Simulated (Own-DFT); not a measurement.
Simulation results for Si₄₇N₆₄ (beta silicon nitride with one vacancy, atoms displaced)

A calculation, not a measurement: plane-wave PBE density functional theory by an unreviewed code, no spin, of a simulated periodic cell, stress positive in tension, free energy of the whole cell less one offset for each atom, defect cell not probed for a lower state with spin; forces on such cells moved up to 12 meV/angstrom on a denser k mesh; offsets are fitted by least squares, one for each functional and potential file, so energies compare only between cells with the same atoms and settings and are not formation energies; the far tail of each file's local potential was reset to the Coulomb form; each entry is a single point on an unrelaxed cell, so the pressure reflects the starting lattice, mostly measured values (interpolated for alloys), from which strain is counted, and rises with the displacements; printed positions are rounded, which can move forces by about a meV/angstrom; the program, named Own-DFT, is a retired in-house code; no spin-orbit coupling; before rounding, a Quantum ESPRESSO 7.3.1 run of the same cell and cutoff gave forces within 1 meV/angstrom rms on each cell, which checks the program and not the settings. Program: Own-DFT development build.

Settings shared by all entries: functional PBE; potential files PseudoDojo norm-conserving, scalar-relativistic, standard set; wave cutoff 42 hartree; occupations Fermi-Dirac; smearing width 0.1 eV; k mesh 2 x 2 x 4 centred on Gamma.

(1) Si₄₇N₆₄ (beta silicon nitride with one vacancy, atoms displaced)

```cif
# cell vector a (Å): 15.2120 0.0000 0.0000
# cell vector b (Å): -7.6060 13.1740 0.0000
# cell vector c (Å): 0.0000 0.0000 5.8180
data_Si47N64
_symmetry_space_group_name_H-M 'P 1'
_symmetry_Int_Tables_number 1
_cell_length_a 15.2120
_cell_length_b 15.2120
_cell_length_c 5.8180
_cell_angle_alpha 90.000
_cell_angle_beta 90.000
_cell_angle_gamma 120.000
_cell_volume 1165.94
loop_
_atom_site_label
_atom_site_type_symbol
_atom_site_fract_x
_atom_site_fract_y
_atom_site_fract_z
_atom_site_occupancy
Si1 Si 0.08738 0.38734 0.12301 1
Si2 Si 0.11655 0.20102 0.12518 1
Si3 Si 0.30039 0.41608 0.11743 1
Si4 Si 0.41608 0.11489 0.37499 1
Si5 Si 0.38487 0.29841 0.38750 1
Si6 Si 0.20149 0.08685 0.37389 1
N1 N 0.16987 0.01255 0.11932 1
N2 N 0.48418 0.15058 0.12523 1
N3 N 0.35000 0.33590 0.11708 1
N4 N 0.33705 0.48641 0.38419 1
N5 N 0.01968 0.35657 0.38355 1
N6 N 0.15103 0.16697 0.37539 1
N7 N 0.16721 0.33717 0.12986 1
N8 N 0.33475 0.16889 0.37504 1
Si7 Si 0.11708 0.20444 0.63190 1
Si8 Si 0.29617 0.41315 0.62154 1
Si9 Si 0.41423 0.11586 0.86798 1
Si10 Si 0.38320 0.29812 0.87477 1
Si11 Si 0.20082 0.08653 0.87317 1
N9 N 0.16884 0.01615 0.62518 1
N10 N 0.48275 0.14926 0.62893 1
N11 N 0.35159 0.33397 0.62764 1
N12 N 0.33145 0.48112 0.87898 1
N13 N 0.01725 0.35310 0.87049 1
N14 N 0.14709 0.16580 0.87922 1
N15 N 0.16352 0.33012 0.62081 1
N16 N 0.33324 0.16711 0.86466 1
Si12 Si 0.08835 0.88893 0.11523 1
Si13 Si 0.11765 0.70027 0.12399 1
Si14 Si 0.29836 0.91076 0.13233 1
Si15 Si 0.41066 0.61038 0.37212 1
Si16 Si 0.38225 0.79627 0.37729 1
Si17 Si 0.20240 0.58418 0.36877 1
N17 N 0.16647 0.51904 0.12422 1
N18 N 0.48520 0.65208 0.12446 1
N19 N 0.34747 0.83373 0.12934 1
N20 N 0.33390 0.98356 0.37896 1
N21 N 0.01789 0.85049 0.37700 1
N22 N 0.15414 0.67129 0.37078 1
N23 N 0.16520 0.83355 0.12437 1
N24 N 0.33429 0.66624 0.36879 1
Si18 Si 0.09146 0.88738 0.62135 1
Si19 Si 0.11850 0.70484 0.62441 1
Si20 Si 0.29537 0.91174 0.61980 1
Si21 Si 0.41520 0.61480 0.88051 1
Si22 Si 0.38283 0.79424 0.86992 1
Si23 Si 0.20335 0.58836 0.87912 1
N25 N 0.16687 0.51703 0.62370 1
N26 N 0.48463 0.64972 0.62987 1
N27 N 0.34580 0.83376 0.63283 1
N28 N 0.33487 0.98627 0.87420 1
N29 N 0.01312 0.84929 0.89075 1
N30 N 0.15544 0.66939 0.87193 1
N31 N 0.16792 0.83313 0.62542 1
N32 N 0.33204 0.66290 0.86684 1
Si24 Si 0.58603 0.38424 0.12989 1
Si25 Si 0.61739 0.20468 0.12630 1
Si26 Si 0.80074 0.41537 0.12267 1
Si27 Si 0.91435 0.11665 0.36421 1
Si28 Si 0.88494 0.30061 0.37805 1
Si29 Si 0.70428 0.08853 0.37229 1
N33 N 0.66625 0.01500 0.12183 1
N34 N 0.98687 0.15129 0.11313 1
N35 N 0.85077 0.33237 0.12391 1
N36 N 0.83286 0.48152 0.36776 1
N37 N 0.51661 0.35203 0.37479 1
N38 N 0.64983 0.16524 0.37250 1
N39 N 0.66515 0.33294 0.12284 1
N40 N 0.84245 0.16863 0.36889 1
Si30 Si 0.58595 0.38707 0.63441 1
Si31 Si 0.61673 0.20366 0.63015 1
Si32 Si 0.80226 0.41921 0.63524 1
Si33 Si 0.91424 0.11718 0.87080 1
Si34 Si 0.88241 0.29630 0.87851 1
Si35 Si 0.70117 0.08663 0.86724 1
N41 N 0.66710 0.01649 0.62558 1
N42 N 0.98174 0.15275 0.61153 1
N43 N 0.84819 0.33157 0.62607 1
N44 N 0.83698 0.48193 0.88070 1
N45 N 0.51448 0.34897 0.86922 1
N46 N 0.65257 0.16364 0.87460 1
N47 N 0.66377 0.33379 0.62136 1
N48 N 0.83833 0.16676 0.88022 1
Si36 Si 0.58533 0.88612 0.11971 1
Si37 Si 0.61489 0.70096 0.11939 1
Si38 Si 0.79674 0.91114 0.11652 1
Si39 Si 0.91365 0.61301 0.37293 1
Si40 Si 0.88404 0.80156 0.36762 1
Si41 Si 0.70189 0.58536 0.38414 1
N49 N 0.66393 0.51503 0.11985 1
N50 N 0.98470 0.65421 0.12150 1
N51 N 0.85141 0.83542 0.13159 1
N52 N 0.83433 0.98499 0.37448 1
N53 N 0.52246 0.85303 0.37477 1
N54 N 0.64952 0.66230 0.38589 1
N55 N 0.66471 0.83188 0.12449 1
N56 N 0.83638 0.66650 0.37446 1
Si42 Si 0.58737 0.88242 0.62289 1
Si43 Si 0.61589 0.70238 0.62448 1
Si44 Si 0.79790 0.91478 0.62633 1
Si45 Si 0.91481 0.61429 0.86889 1
Si46 Si 0.88762 0.79853 0.87537 1
Si47 Si 0.70200 0.58662 0.87702 1
N57 N 0.66181 0.51110 0.62424 1
N58 N 0.98744 0.65101 0.63008 1
N59 N 0.84966 0.83618 0.63677 1
N60 N 0.83202 0.98164 0.86958 1
N61 N 0.51509 0.84869 0.87226 1
N62 N 0.64956 0.66744 0.87477 1
N63 N 0.66504 0.83313 0.63144 1
N64 N 0.83200 0.66369 0.87446 1
```

- free energy of cell above offsets: -4.316 eV
- pressure: 5.92 GPa
- stress xx: -4.36 GPa
- stress yy: -5.68 GPa
- stress zz: -7.72 GPa
- stress yz: 0.5 GPa
- stress xz: -0.18 GPa
- stress xy: 1.41 GPa

Force:
```tsv
element	x (eV/Å)	y (eV/Å)	z (eV/Å)
Si	-0.405	-0.042	0.252
Si	-1.634	2.202	0.948
Si	-0.832	-2.067	2.752
Si	-1.921	0.233	-0.038
Si	0.656	-0.433	-2.955
Si	1.297	0.782	-0.506
N	-0.748	2.704	0.628
N	0.998	0.142	-0.565
N	0.15	0.063	2.176
N	0.188	-1.768	-2.179
N	-0.982	-0.29	-1.532
N	0.5	-0.928	0.292
N	1.406	-1.205	-0.088
N	0.182	-1.21	-0.144
Si	-2.443	-0.276	-1.585
Si	-1.514	-1.696	1.194
Si	-1.735	-0.413	2.019
Si	1.235	-1.047	0.298
Si	1.245	1.201	0.287
N	-0.648	-0.065	-0.219
N	2.205	0.77	-1.397
N	-1.675	1.488	0.043
N	0.58	2.633	-1.966
N	-1.012	-0.436	1.363
N	2.002	-1.5	-0.655
N	1.598	1.67	0.066
N	-0.431	-0.057	0.518
Si	1.512	-2.537	3.084
Si	-1.905	1.928	-0.672
Si	-2.243	0.983	-1.802
Si	0.111	3.166	1.222
Si	1.239	0.161	0.264
Si	-0.677	0.867	2.594
N	-0.001	-0.993	-0.6
N	0.277	-0.7	0.806
N	1.909	-0.814	-0.677
N	0.382	0.787	-0.666
N	-1.004	0.394	-0.467
N	0.962	-1.282	0.832
N	0.765	-0.125	-0.118
N	0.18	0.045	-0.072
Si	-0.872	-1.525	0.758
Si	0.339	-0.426	-0.252
Si	0.107	1.005	2.166
Si	-1.359	-0.56	-1.338
Si	-0.093	-0.041	1.285
Si	-0.187	-1.482	-2.438
N	0.302	0.9	0.203
N	0.058	-0.32	-0.866
N	1.406	-0.555	-1.434
N	0.303	-1.15	0.276
N	1.014	0.797	-3.687
N	-0.553	-0.071	0.429
N	-1.094	0.391	0.046
N	0.899	1.173	0.55
Si	0.184	-0.213	-1.268
Si	-0.37	-0.407	-0.504
Si	-0.761	-3.469	0.812
Si	1.408	-0.771	0.099
Si	3.118	-0.716	0.049
Si	1.405	0.177	-0.188
N	-0.287	0.668	-0.184
N	0.422	-0.465	0.916
N	-2.391	1.284	0.627
N	0.493	1.673	2.112
N	-0.898	-0.19	0.928
N	0.193	-0.091	0.833
N	1.055	0.926	-0.112
N	-4.815	0.575	0.11
Si	0.921	-2.344	-2.022
Si	-0.36	0.481	-0.797
Si	-0.937	-4.09	-2.783
Si	0.725	-0.746	-1.372
Si	3.085	-0.077	-1.182
Si	2.641	0.114	1.549
N	-0.206	-0.742	-1.091
N	2.311	-0.3	1.705
N	-1.699	1.194	0.566
N	0.091	2.57	-0.543
N	-0.733	-0.086	2.255
N	-1.907	1.299	0.295
N	1.547	0.66	0.545
N	-3.183	-0.276	-0.302
Si	1.764	-0.386	0.343
Si	-0.01	1.081	2.006
Si	-1.151	0.286	1.47
Si	-0.306	1.313	-0.138
Si	2.391	-1.759	3.672
Si	1.187	0.613	-1.689
N	-0.059	-0.012	1.429
N	1.146	-0.827	0.108
N	-0.931	0.405	-2.549
N	0.229	-0.428	-1.036
N	-3.501	-1.351	-0.295
N	-0.495	0.334	-2.008
N	0.392	0.056	-0.078
N	-1.371	0.039	0.233
Si	0.278	1.087	0.548
Si	-0.951	0.874	0.35
Si	-0.622	-1.038	-1.212
Si	-1.116	0.863	1.636
Si	-1.381	-1.626	0.435
Si	-0.116	0.513	-0.6
N	0.374	2.645	1.088
N	-0.027	-0.662	-1.515
N	0.592	-0.286	-1.853
N	0.382	2.146	1.236
N	-1.061	-0.109	-0.219
N	1.513	-1.298	-0.211
N	1.457	-0.225	-0.384
N	0.303	0.644	-0.255
```

(2) Si₄₇N₆₄ (beta silicon nitride with one vacancy, atoms displaced)

```cif
# cell vector a (Å): 15.2120 0.0000 0.0000
# cell vector b (Å): -7.6060 13.1740 0.0000
# cell vector c (Å): 0.0000 0.0000 5.8180
data_Si47N64
_symmetry_space_group_name_H-M 'P 1'
_symmetry_Int_Tables_number 1
_cell_length_a 15.2120
_cell_length_b 15.2120
_cell_length_c 5.8180
_cell_angle_alpha 90.000
_cell_angle_beta 90.000
_cell_angle_gamma 120.000
_cell_volume 1165.94
loop_
_atom_site_label
_atom_site_type_symbol
_atom_site_fract_x
_atom_site_fract_y
_atom_site_fract_z
_atom_site_occupancy
Si1 Si 0.08430 0.38518 0.12293 1
Si2 Si 0.11214 0.20067 0.13211 1
Si3 Si 0.29334 0.41105 0.13159 1
Si4 Si 0.41122 0.11770 0.37503 1
Si5 Si 0.38359 0.29981 0.37640 1
Si6 Si 0.20371 0.09128 0.36767 1
N1 N 0.17000 0.01574 0.12812 1
N2 N 0.48550 0.15243 0.11849 1
N3 N 0.34634 0.33323 0.11846 1
N4 N 0.33499 0.48275 0.36518 1
N5 N 0.01565 0.34870 0.38092 1
N6 N 0.15134 0.16801 0.37585 1
N7 N 0.16514 0.33151 0.12411 1
N8 N 0.33250 0.16434 0.37793 1
Si7 Si 0.08794 0.38600 0.62611 1
Si8 Si 0.11435 0.19948 0.61982 1
Si9 Si 0.29685 0.40934 0.61898 1
Si10 Si 0.41358 0.11301 0.88090 1
Si11 Si 0.38448 0.29676 0.88544 1
Si12 Si 0.19847 0.08540 0.87570 1
N9 N 0.16600 0.01542 0.62791 1
N10 N 0.48476 0.14778 0.62518 1
N11 N 0.34832 0.33190 0.62298 1
N12 N 0.33031 0.47921 0.87485 1
N13 N 0.01521 0.34970 0.88486 1
N14 N 0.15030 0.16758 0.87312 1
N15 N 0.16375 0.33335 0.62509 1
N16 N 0.33091 0.16760 0.87353 1
Si13 Si 0.08737 0.88798 0.12949 1
Si14 Si 0.11837 0.70630 0.12339 1
Si15 Si 0.30324 0.91445 0.13872 1
Si16 Si 0.41454 0.61791 0.37463 1
Si17 Si 0.37680 0.79469 0.36604 1
Si18 Si 0.19858 0.58403 0.37372 1
N17 N 0.16615 0.51719 0.11758 1
N18 N 0.48150 0.65050 0.12123 1
N19 N 0.34876 0.83201 0.12171 1
N20 N 0.33193 0.98577 0.37265 1
N21 N 0.01649 0.84763 0.37805 1
N22 N 0.15091 0.66787 0.36667 1
N23 N 0.16929 0.83394 0.12185 1
N24 N 0.32853 0.66419 0.36915 1
Si19 Si 0.08873 0.88314 0.63111 1
Si20 Si 0.11583 0.70014 0.62757 1
Si21 Si 0.29876 0.91517 0.62370 1
Si22 Si 0.40963 0.61407 0.88561 1
Si23 Si 0.38726 0.79391 0.87503 1
Si24 Si 0.20680 0.58783 0.88092 1
N25 N 0.16612 0.51319 0.62279 1
N26 N 0.48532 0.65140 0.62827 1
N27 N 0.35326 0.83673 0.62317 1
N28 N 0.33137 0.98524 0.87745 1
N29 N 0.01287 0.84775 0.87843 1
N30 N 0.15030 0.66607 0.86853 1
N31 N 0.16401 0.83064 0.62314 1
N32 N 0.33431 0.66877 0.87238 1
Si25 Si 0.58631 0.38565 0.12439 1
Si26 Si 0.61613 0.20685 0.12772 1
Si27 Si 0.80074 0.41336 0.12690 1
Si28 Si 0.91481 0.11439 0.37233 1
Si29 Si 0.88704 0.29761 0.36837 1
Si30 Si 0.70185 0.08567 0.38072 1
N33 N 0.66887 0.01810 0.12162 1
N34 N 0.98512 0.14799 0.11710 1
N35 N 0.84881 0.33584 0.11535 1
N36 N 0.83037 0.48553 0.37599 1
N37 N 0.51629 0.35093 0.37310 1
N38 N 0.64738 0.16719 0.37014 1
N39 N 0.66708 0.33526 0.12159 1
N40 N 0.83272 0.16662 0.37460 1
Si31 Si 0.58739 0.38415 0.62095 1
Si32 Si 0.61660 0.20299 0.62224 1
Si33 Si 0.79643 0.41268 0.62717 1
Si34 Si 0.91420 0.11680 0.87611 1
Si35 Si 0.88713 0.29929 0.88551 1
Si36 Si 0.70146 0.08668 0.87279 1
N41 N 0.66561 0.01333 0.62769 1
N42 N 0.98349 0.15172 0.62829 1
N43 N 0.85221 0.33620 0.63176 1
N44 N 0.83556 0.48652 0.87802 1
N45 N 0.51733 0.35230 0.87315 1
N46 N 0.65244 0.17031 0.87064 1
N47 N 0.66844 0.33401 0.61848 1
N48 N 0.82880 0.16064 0.87001 1
Si37 Si 0.58806 0.89027 0.13575 1
Si38 Si 0.61547 0.70577 0.11714 1
Si39 Si 0.79588 0.91112 0.12767 1
Si40 Si 0.91254 0.61772 0.38463 1
Si41 Si 0.88224 0.79810 0.37826 1
Si42 Si 0.70379 0.58893 0.37472 1
N49 N 0.66292 0.51618 0.12827 1
N50 N 0.98710 0.65372 0.12893 1
N51 N 0.85068 0.83316 0.13089 1
N52 N 0.83506 0.98414 0.36928 1
N53 N 0.51522 0.85303 0.37872 1
N54 N 0.65034 0.66530 0.37057 1
N55 N 0.67091 0.83649 0.12147 1
N56 N 0.83342 0.66530 0.37277 1
Si43 Si 0.58847 0.88486 0.63420 1
Si44 Si 0.61355 0.69893 0.62845 1
Si45 Si 0.90999 0.61385 0.88113 1
Si46 Si 0.88450 0.79724 0.87508 1
Si47 Si 0.70148 0.59012 0.87511 1
N57 N 0.66559 0.51523 0.62260 1
N58 N 0.98413 0.65048 0.62085 1
N59 N 0.85179 0.83346 0.62559 1
N60 N 0.83318 0.98281 0.87405 1
N61 N 0.51394 0.84716 0.87051 1
N62 N 0.65189 0.66659 0.87666 1
N63 N 0.66090 0.82995 0.62190 1
N64 N 0.83309 0.66345 0.87052 1
```

- free energy of cell above offsets: -5.463 eV
- pressure: 5.98 GPa
- stress xx: -6.24 GPa
- stress yy: -5.77 GPa
- stress zz: -5.94 GPa
- stress yz: -0.59 GPa
- stress xz: -0.58 GPa
- stress xy: -0.38 GPa

Force:
```tsv
element	x (eV/Å)	y (eV/Å)	z (eV/Å)
Si	2.448	-0.043	1.549
Si	0.762	1.327	-2.208
Si	0.163	-0.761	-2.315
Si	1.644	-0.132	-0.003
Si	1.159	-1.209	-0.905
Si	0.769	-1.71	1.831
N	-0.963	0.55	-0.383
N	-0.079	-0.268	1.881
N	0.257	0.202	2.087
N	0.173	1.581	2.227
N	-0.204	0.574	-1.259
N	0.398	-0.706	-0.612
N	-1.27	0.283	0.385
N	-1.079	2.242	-0.252
Si	0.152	-1.206	0.77
Si	-1.434	1.71	1.926
Si	-1.275	0.435	0.61
Si	-1.923	1.119	-1.8
Si	0.487	-0.44	-2.232
Si	1.153	1.108	-0.287
N	-0.352	-0.004	-1.057
N	-0.338	-0.016	-0.128
N	-0.021	0.401	0.882
N	0.156	1.805	-0.135
N	-0.261	0.017	-1.809
N	0.028	-0.695	0.768
N	1.406	-0.755	-0.268
N	1.252	-0.856	0.34
Si	0.893	-1.958	-0.196
Si	-1.02	-0.429	-0.794
Si	-2.293	-1.012	-3.287
Si	-1.065	-0.737	0.663
Si	2.605	-0.142	2.247
Si	0.082	1.092	-0.027
N	-0.278	-1.671	1.529
N	1.702	0.808	1.064
N	-0.075	0.55	-1.008
N	0.706	0.839	1.307
N	-0.558	0.334	0.047
N	1.013	-1.074	1.423
N	-0.275	1.533	0.257
N	1.087	0.125	0.222
Si	-1.341	0.037	-0.551
Si	-1.391	0.876	-1.643
Si	-0.618	-1.377	0.999
Si	0.251	-1.187	-2.638
Si	-1.95	2.071	-1.035
Si	-1.62	0.627	-2.381
N	-0.348	1.335	0.719
N	-1.301	-1.447	0.255
N	-0.696	0.082	0.284
N	0.843	-0.725	0.49
N	1.545	1.114	0.409
N	1.452	-1.072	1.494
N	1.839	0.672	0.146
N	0.411	-1.869	0.121
Si	1.089	0.433	-0.281
Si	0.284	-0.203	-1.578
Si	-2.641	0.962	-0.058
Si	-1.579	-1.412	0.534
Si	-1.698	-0.467	1.714
Si	-0.013	0.886	-0.679
N	-0.868	-0.38	0.971
N	0.055	0.626	1.684
N	1.361	-0.525	2.597
N	0.895	-0.094	0.114
N	-1.239	-0.61	0.048
N	1.895	-1.304	0.546
N	0.258	0.572	0.115
N	0.442	0.351	-0.223
Si	0.626	0.345	0.449
Si	-0.793	0.538	0.212
Si	0.538	0.409	-0.05
Si	-1.514	-2.627	-1.055
Si	-0.625	-2.373	-2.946
Si	-0.408	0.555	-0.19
N	-0.799	0.911	-0.187
N	1.144	0.264	-1.184
N	0.421	0.029	-1.109
N	0.152	-1.398	-0.113
N	-1.014	-0.475	0.013
N	0.562	-0.978	1.004
N	-0.995	-0.395	0.223
N	1.068	3.11	0.466
Si	0.905	-1.54	-1.388
Si	0.327	-0.084	1.498
Si	2.246	1.046	-0.499
Si	0.571	-0.512	-2.116
Si	1.25	-0.094	0.632
Si	0.151	-0.55	-0.061
N	-0.044	0.234	-0.834
N	-0.519	-0.808	-0.197
N	-0.522	0.086	-1.3
N	-0.01	1.089	-0.652
N	-0.943	-0.564	-0.161
N	-1.079	0.237	0.112
N	-3.436	-1.515	0.085
N	-0.988	0.968	-0.046
Si	0.223	-0.282	-1.603
Si	0.797	2.282	-1.337
Si	1.753	1.315	-0.277
Si	-0.938	-0.133	-0.301
Si	1.834	-1.878	0.096
N	-0.397	0.461	0.562
N	0.746	-0.104	2.172
N	-0.207	-0.362	0.769
N	0.241	0.849	1.222
N	0.762	1.006	2.487
N	-1.148	0.25	-0.159
N	0.623	-1.211	0.129
N	-1.613	1.114	0.407
```

(3) Si₄₇N₆₄ (beta silicon nitride with one vacancy, atoms displaced)

```cif
# cell vector a (Å): 15.2120 0.0000 0.0000
# cell vector b (Å): -7.6060 13.1740 0.0000
# cell vector c (Å): 0.0000 0.0000 5.8180
data_Si47N64
_symmetry_space_group_name_H-M 'P 1'
_symmetry_Int_Tables_number 1
_cell_length_a 15.2120
_cell_length_b 15.2120
_cell_length_c 5.8180
_cell_angle_alpha 90.000
_cell_angle_beta 90.000
_cell_angle_gamma 120.000
_cell_volume 1165.94
loop_
_atom_site_label
_atom_site_type_symbol
_atom_site_fract_x
_atom_site_fract_y
_atom_site_fract_z
_atom_site_occupancy
Si1 Si 0.08840 0.38697 0.12296 1
Si2 Si 0.11408 0.20503 0.13226 1
Si3 Si 0.29465 0.41325 0.13159 1
Si4 Si 0.41344 0.11202 0.37889 1
Si5 Si 0.38190 0.29493 0.37276 1
Si6 Si 0.19934 0.08522 0.37618 1
N1 N 0.16678 0.01833 0.12126 1
N2 N 0.48714 0.14996 0.11942 1
N3 N 0.34944 0.33470 0.12061 1
N4 N 0.33298 0.48240 0.37834 1
N5 N 0.01470 0.34573 0.37578 1
N6 N 0.14806 0.16211 0.37760 1
N7 N 0.16909 0.33568 0.12661 1
N8 N 0.33730 0.16949 0.37932 1
Si7 Si 0.11178 0.19734 0.62999 1
Si8 Si 0.29927 0.41325 0.62872 1
Si9 Si 0.41373 0.11758 0.88090 1
Si10 Si 0.38285 0.29462 0.87729 1
Si11 Si 0.19920 0.08977 0.86148 1
N9 N 0.16816 0.01790 0.63436 1
N10 N 0.48444 0.15224 0.62607 1
N11 N 0.35118 0.33301 0.61538 1
N12 N 0.33527 0.48924 0.87253 1
N13 N 0.01407 0.34664 0.87731 1
N14 N 0.14837 0.16365 0.87209 1
N15 N 0.16794 0.33332 0.61201 1
N16 N 0.33536 0.16991 0.87645 1
Si12 Si 0.08563 0.88303 0.12881 1
Si13 Si 0.11549 0.70123 0.11841 1
Si14 Si 0.29416 0.91548 0.12260 1
Si15 Si 0.41241 0.61204 0.36717 1
Si16 Si 0.38310 0.80028 0.37635 1
Si17 Si 0.20026 0.58763 0.37439 1
N17 N 0.16414 0.51693 0.12198 1
N18 N 0.48762 0.65348 0.12303 1
N19 N 0.34660 0.83489 0.12515 1
N20 N 0.33146 0.98496 0.37468 1
N21 N 0.01066 0.84763 0.37800 1
N22 N 0.15193 0.66494 0.38022 1
N23 N 0.16826 0.83420 0.12348 1
N24 N 0.33045 0.66355 0.37504 1
Si18 Si 0.08587 0.88278 0.62738 1
Si19 Si 0.11965 0.70427 0.62901 1
Si20 Si 0.29615 0.91434 0.61935 1
Si21 Si 0.41354 0.61813 0.87185 1
Si22 Si 0.38862 0.79724 0.87338 1
Si23 Si 0.20275 0.58551 0.87334 1
N25 N 0.16508 0.51133 0.62972 1
N26 N 0.48128 0.64773 0.63204 1
N27 N 0.34580 0.83494 0.62618 1
N28 N 0.33937 0.98688 0.87515 1
N29 N 0.01593 0.84898 0.87594 1
N30 N 0.15462 0.66818 0.87788 1
N31 N 0.16565 0.83462 0.62295 1
N32 N 0.32835 0.66340 0.86801 1
Si24 Si 0.58568 0.38218 0.12656 1
Si25 Si 0.61137 0.20181 0.12317 1
Si26 Si 0.79494 0.40988 0.13054 1
Si27 Si 0.91577 0.11527 0.38343 1
Si28 Si 0.88455 0.29486 0.37253 1
Si29 Si 0.70367 0.08510 0.36925 1
N33 N 0.66895 0.01969 0.11882 1
N34 N 0.98565 0.15028 0.12631 1
N35 N 0.84984 0.33460 0.12621 1
N36 N 0.83167 0.48266 0.38355 1
N37 N 0.51611 0.34687 0.37367 1
N38 N 0.65736 0.16804 0.38013 1
N39 N 0.66538 0.32845 0.11531 1
N40 N 0.83375 0.16730 0.36961 1
Si30 Si 0.58932 0.38766 0.62281 1
Si31 Si 0.61229 0.20074 0.62324 1
Si32 Si 0.79881 0.41331 0.62745 1
Si33 Si 0.91429 0.11249 0.87822 1
Si34 Si 0.88745 0.30007 0.86659 1
Si35 Si 0.70199 0.08877 0.87461 1
N41 N 0.67093 0.01947 0.61958 1
N42 N 0.98935 0.15288 0.63254 1
N43 N 0.84922 0.33587 0.61762 1
N44 N 0.83208 0.48243 0.87171 1
N45 N 0.51559 0.34869 0.87205 1
N46 N 0.65015 0.16220 0.88121 1
N47 N 0.66522 0.33151 0.61518 1
N48 N 0.83481 0.16385 0.86983 1
Si36 Si 0.58769 0.88240 0.13943 1
Si37 Si 0.61738 0.70187 0.12023 1
Si38 Si 0.79946 0.91136 0.11066 1
Si39 Si 0.91389 0.61306 0.37496 1
Si40 Si 0.88623 0.79972 0.37286 1
Si41 Si 0.69963 0.58533 0.37686 1
N49 N 0.67098 0.52056 0.13575 1
N50 N 0.98043 0.64987 0.12231 1
N51 N 0.85130 0.83103 0.12295 1
N52 N 0.83340 0.98514 0.37525 1
N53 N 0.51757 0.84927 0.36750 1
N54 N 0.65190 0.66288 0.37338 1
N55 N 0.66849 0.83441 0.12607 1
N56 N 0.83225 0.66497 0.36934 1
Si42 Si 0.58627 0.88468 0.63015 1
Si43 Si 0.61476 0.70117 0.62932 1
Si44 Si 0.79585 0.91096 0.62207 1
Si45 Si 0.91288 0.61824 0.87556 1
Si46 Si 0.88675 0.79898 0.87350 1
Si47 Si 0.70353 0.58703 0.87563 1
N57 N 0.66433 0.51430 0.63140 1
N58 N 0.98389 0.65005 0.62415 1
N59 N 0.84423 0.83004 0.62736 1
N60 N 0.83130 0.98322 0.87496 1
N61 N 0.51947 0.85154 0.87891 1
N62 N 0.65040 0.66517 0.86739 1
N63 N 0.67084 0.83618 0.62652 1
N64 N 0.83424 0.66605 0.87810 1
```

- free energy of cell above offsets: -4.608 eV
- pressure: 5.87 GPa
- stress xx: -7.01 GPa
- stress yy: -5.06 GPa
- stress zz: -5.53 GPa
- stress yz: -0.18 GPa
- stress xz: 0.6 GPa
- stress xy: -0.2 GPa

Force:
```tsv
element	x (eV/Å)	y (eV/Å)	z (eV/Å)
Si	-0.909	-0.506	0.344
Si	1.246	-0.052	-0.759
Si	1.568	0.589	-1.644
Si	-1.084	2.183	-0.689
Si	1.224	0.806	-0.852
Si	2.026	1.209	-0.492
N	-0.291	-1.523	0.021
N	-2.025	-1.273	1.85
N	-0.468	0.339	0.533
N	0.647	1.126	-0.483
N	0.154	0.191	-1.633
N	-0.717	0.292	-0.217
N	-0.883	-1.218	-0.17
N	-0.686	-2.753	-0.297
Si	0.96	3.673	-1.059
Si	-1.314	-0.593	0.098
Si	-0.759	0.003	-1.321
Si	0.262	1.809	-1.109
Si	2.759	0.704	3.745
N	-0.41	-2.708	-2.968
N	-0.023	-0.897	0.139
N	-0.672	0.886	2.078
N	0.438	-1.644	1.28
N	0.627	0.437	1.15
N	-1.23	0.891	1.695
N	1.116	-1.208	0.44
N	-0.603	-2.449	0.016
Si	0.643	0.971	-0.23
Si	-0.486	0.265	1.724
Si	1.59	-0.415	-0.456
Si	-1.126	0.787	1.266
Si	0.416	-1.717	-0.69
Si	1.352	-2.677	1.431
N	0.067	0.114	0.722
N	-0.404	-0.49	-0.088
N	0.976	0.143	-0.371
N	0.267	-0.031	-0.388
N	2.549	1.738	0.094
N	-2.236	1.334	-1.113
N	-1.778	-0.888	0.133
N	1.157	1.65	-0.361
Si	0.04	0.722	-0.212
Si	-1.134	-0.517	-0.436
Si	-0.225	0.033	1.661
Si	-1.197	-0.666	1.292
Si	-2.216	-0.365	0.681
Si	-1.031	-1.574	-0.879
N	-0.046	1.288	-1.122
N	1.815	1.067	-2.559
N	1.712	-0.262	0.088
N	-0.541	-0.3	-0.534
N	-0.219	0.234	0.097
N	-0.621	-0.021	-0.477
N	0.539	-0.117	-0.023
N	2.398	2.626	0.497
Si	0.888	0.917	-0.659
Si	3.971	-0.377	0.888
Si	0.161	0.45	-0.729
Si	-1.327	0.811	-0.548
Si	0.407	1.134	0.153
Si	0.154	1.635	0.2
N	-0.335	-3.145	0.811
N	-0.007	-0.66	0.572
N	-0.101	-0.016	-0.738
N	0.27	0.739	-1.69
N	-0.914	0.344	0.154
N	-2.225	0.038	-0.93
N	-1.151	1.948	0.3
N	1.323	-1.325	0.32
Si	0.23	-2.227	0.185
Si	2.129	0.717	0.383
Si	-1.09	-1.38	-0.01
Si	-1.131	1.265	-0.258
Si	0.076	-0.993	0.479
Si	1.985	0.033	-0.901
N	-0.767	-2.465	0.881
N	-2.498	-2.311	-0.349
N	1.02	-0.64	0.666
N	0.152	1.313	1.68
N	-0.297	0.318	0.484
N	-2.347	1.324	-1.07
N	0.156	0.601	0.425
N	-0.558	0.977	-0.036
Si	1.834	2.351	-3.419
Si	0.119	0.682	0.815
Si	-0.657	-0.132	2.865
Si	-2.002	0.096	0.306
Si	-1.566	-3.165	1.053
Si	2.402	0.988	1.503
N	-0.657	-3.437	-2.665
N	2.645	0.847	0.492
N	-1.456	1.501	-0.326
N	0.832	-0.581	-0.751
N	-2.433	-0.755	3.583
N	-2.713	1.396	0.394
N	0.633	-0.922	-0.035
N	0.312	0.67	0.618
Si	2.049	1.252	-1.171
Si	-0.537	1.027	-1.959
Si	0.46	1.221	-0.223
Si	0.004	-2.07	-0.98
Si	-0.167	-1.787	-0.449
Si	0.595	0.205	0.752
N	-0.149	1.015	-0.583
N	1.474	0.629	0.395
N	1.011	0.486	-0.446
N	0.965	0.409	-1.174
N	-1.194	-0.563	0.322
N	0.492	-0.449	1.461
N	-2.513	-2.26	-0.035
N	-1.169	1.073	-0.449
```
